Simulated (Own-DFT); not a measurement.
# Point defects and the pressure they add: zincblende GaAs

No measurement is shown. These are fixed-geometry runs of a retired plane-wave code named Own-DFT, which no person has reviewed; spin and spin-orbit coupling are neglected.

Common settings: PBE; PseudoDojo norm-conserving scalar-relativistic files; cutoff 42 hartree; 3 x 3 x 3 k mesh centred on Gamma; Fermi-Dirac smearing of 0.1 eV.

Limits (not all hold for every row): not probed for a lower state with spin; forces not confirmed at this smearing and k mesh; stress not checked against mesh or cutoff.

All runs share one cell, with vectors in Å (10.862, 0.000, 0.000); (0.000, 10.862, 0.000); (0.000, 0.000, 11.796) and a volume of 1391.7 Å³, strained against the parent crystal. Atoms were moved at random from their sites; u is the rms move along one axis. The defect's site can differ from row to row.

```
cell,formula,u (Å),P (GPa)
no defect,As32Ga32,0.0277,6.67
no defect,As32Ga32,0.0523,7.13
no defect,As32Ga32,0.0536,7.07
one As vacancy and one Ga vacancy,As31Ga31,0.0276,?
one As vacancy and one Ga vacancy,As31Ga31,0.0295,5.93
one As vacancy and one Ga vacancy,As31Ga31,0.0448,6.20
one As vacancy and one Ga vacancy,As31Ga31,0.0511,6.46
one In on a Ga site,As32Ga31In,0.0276,7.37
one In on a Ga site,As32Ga31In,0.0281,7.39
one In on a Ga site,As32Ga31In,0.0287,7.42
one P on an As site,As31Ga32P,0.0287,6.40
one P on an As site,As31Ga32P,0.0530,6.78
one P on an As site,As31Ga32P,0.0537,6.69
one Al on a Ga site,AlAs32Ga31,0.0300,6.67
one Al on a Ga site,AlAs32Ga31,0.0307,6.67
one Al on a Ga site,AlAs32Ga31,0.0498,7.14
```

## Worked fit

P = P0 + c u² + a shift for each defect gives P0 = 6.47 GPa, c = 228 ± 23 GPa/Å² and a scatter of 0.07 GPa. The shifts, and each times the cell's volume:

- one In on a Ga site: 0.74 ± 0.06 GPa, 6.4 eV
- one Al on a Ga site: 0.03 ± 0.06 GPa, 0.2 eV (not resolved)
- one P on an As site: -0.34 ± 0.06 GPa, -2.9 eV
- one As vacancy and one Ga vacancy: -0.69 ± 0.06 GPa, -6.0 eV

Positive is outwards. The product with the volume (160.2 GPa Å³ to the eV) is nearly free of the cell's size; divided by the bulk modulus at the cell's pressure it gives the volume that the defect adds. The atoms around the defects weren't relaxed, which would change these numbers.

## Check

Q: what pressure belongs in the blank (one As vacancy and one Ga vacancy, u = 0.0276 Å)?

The fit gives 5.95 ± 0.08 GPa. The run itself gave 5.87 GPa.
